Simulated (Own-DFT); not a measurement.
# What random displacements cost in grey tin, 64 atoms (Sn64)

These are calculations, not measurements. They come from Own-DFT, an in-house plane-wave density functional program, since retired, whose code no person has reviewed. Each row is one single-point run on a periodic cell that was not relaxed, without spin or spin-orbit coupling.

Settings of every run: PBE; PseudoDojo norm-conserving scalar-relativistic files; cutoff 42 hartree; 3 x 3 x 3 k mesh centred on Gamma; cold (Marzari-Vanderbilt) smearing of 0.2 eV.

Known limits: forces on such cells moved up to 12 meV/angstrom on a denser k mesh; stress not checked against mesh or cutoff.

Cell vectors in Å: (12.978, 0.000, 0.000); (0.000, 12.978, 0.000); (0.000, 0.000, 12.978). In each run every atom was moved at random and independently from its ideal site; u is the rms move along one axis. E is the free energy for each atom above the fitted value at u = 0, and F the rms of the force components.

| run | u (Å) | E (meV/atom) | F (eV/Å) | largest force (eV/Å) | P (GPa) |
|---|---|---|---|---|---|
| 1 | 0.0203 | 5.0 | 0.216 | 0.75 | 3.38 |
| 2 | 0.0221 | 6.1 | 0.234 | 0.69 | 3.39 |
| 3 | 0.0503 | 30.7 | 0.536 | 1.98 | 3.61 |
| 4 | 0.0521 | ? | ? | ? | ? |
| 5 | 0.0924 | 84.8 | 0.910 | 3.26 | 4.02 |
| 6 | 0.0979 | 134.1 | 1.262 | 5.86 | 4.56 |
| 7 | 0.1014 | 131.0 | 1.192 | 4.20 | 4.57 |
| 8 | 0.1481 | 285.6 | 1.968 | 8.25 | 5.99 |

## Worked fit

For small independent moves the energy grows as E = (3/2) K u², with K the mean stiffness felt by one atom. The runs with u up to 0.11 Å give K = 8.1 ± 0.6 eV/Å², with residuals divided by u² + 0.0006 Å², since the noise grows with the moves. The scatter is 4.3 meV/atom at u = 0.05 Å. The forces follow F = G u with G = 11.1 eV/Å²; no force at u = 0 is resolved. G exceeds K because the moves of its neighbours add to the force on an atom, and stiffness differs between atoms. At u = 0.148 Å the parabola gives 268 meV/atom and the run 286. The pressure follows P = 3.32 + 114 u² GPa: at fixed volume, shortened bonds push harder than stretched ones pull.

## Withheld run

Question: what energy and rms force should run 4 give?

The fit gives 33 ± 5 meV/atom and about 0.58 eV/Å. The calculation gave 34.2 meV/atom and 0.558 eV/Å.
